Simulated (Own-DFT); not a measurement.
# Forces on the neighbours of a vacancy: 2H SiC, 71 atoms (C35Si36), with one C vacancy

Calculated results; nothing here was measured. They come from Own-DFT, an in-house plane-wave density functional program, since retired, whose code no person has reviewed. Each row is one single-point run on a periodic cell that was not relaxed, without spin or spin-orbit coupling.

Settings of every run: PBE; PseudoDojo norm-conserving scalar-relativistic files; cutoff 42 hartree; 4 x 4 x 3 k mesh centred on Gamma; Fermi-Dirac smearing of 0.1 eV.

Known limits: not probed for a lower state with spin; forces on such cells moved up to 12 meV/angstrom on a denser k mesh; stress not checked against mesh or cutoff.

Cell vectors in Å: (9.248, 0.000, 0.000); (-4.624, 8.009, 0.000); (0.000, 0.000, 10.068). Every atom was also moved at random, by a Gaussian of width 0.03 Å on each axis. The defect's site can differ from row to row. The empty site has 4 nearest neighbours, all Si. For each, d is its distance from the empty site and R the part of its force along the line away from it, positive outwards. The last column is the rms force component on atoms over 4.5 Å away.

```
run  d1 (Å)  d2 (Å)  d3 (Å)  d4 (Å)  R1 (eV/Å)  R2 (eV/Å)  R3 (eV/Å)  R4 (eV/Å)  far F (eV/Å)
  1   1.814   1.825   1.826   1.865       0.27       0.21       0.53       0.31          0.86
  2   1.874   1.888   1.901   1.904      -0.41      -0.63      -0.83      -0.69          0.72
  3   1.878   1.879   1.931   1.959      -0.57      -0.67      -0.90      -1.11          0.78
  4   1.874   1.885   1.889   1.891      -0.05      -0.25      -0.54      -0.55          1.00
  5   1.870   1.879   1.894   1.922      -0.57      -0.64      -0.76      -0.67          0.80
  6   1.832   1.896   1.908   1.926      -0.11      -0.53      -0.49      -1.04          0.81
  7   1.859   1.868   1.873   1.895      -0.48      -0.55      -0.11      -0.04          0.81
  8   1.866   1.894   1.899   1.937      -0.50      -0.33      -0.43      -1.05          0.79
  9   1.879   1.895   1.901   1.940          ?          ?          ?          ?             ?
```

## Worked fit

A straight line through the 32 neighbours shown gives R = -0.44 - 10.0 (d - 1.884) eV/Å, with a scatter of 0.24 left by the moves of the other atoms. The slope, with an error of 1.3, is the pull back towards the neighbour's own site. The constant, -0.44 ± 0.04 eV/Å, is the force at the mean distance: with one bond gone, the neighbours are pushed inwards, towards the empty site. It shows how a relaxation would start, not where it would end, and it depends somewhat on the width of the random moves.

## Withheld run

Question: what mean R should the neighbours of run 9 feel? Their mean d is 1.904 Å.

The line gives -0.64 ± 0.13 eV/Å, by the scatter of the means of the runs shown. The calculation gave R = -0.41, -0.51, -0.44, -0.89, a mean of -0.57 eV/Å.
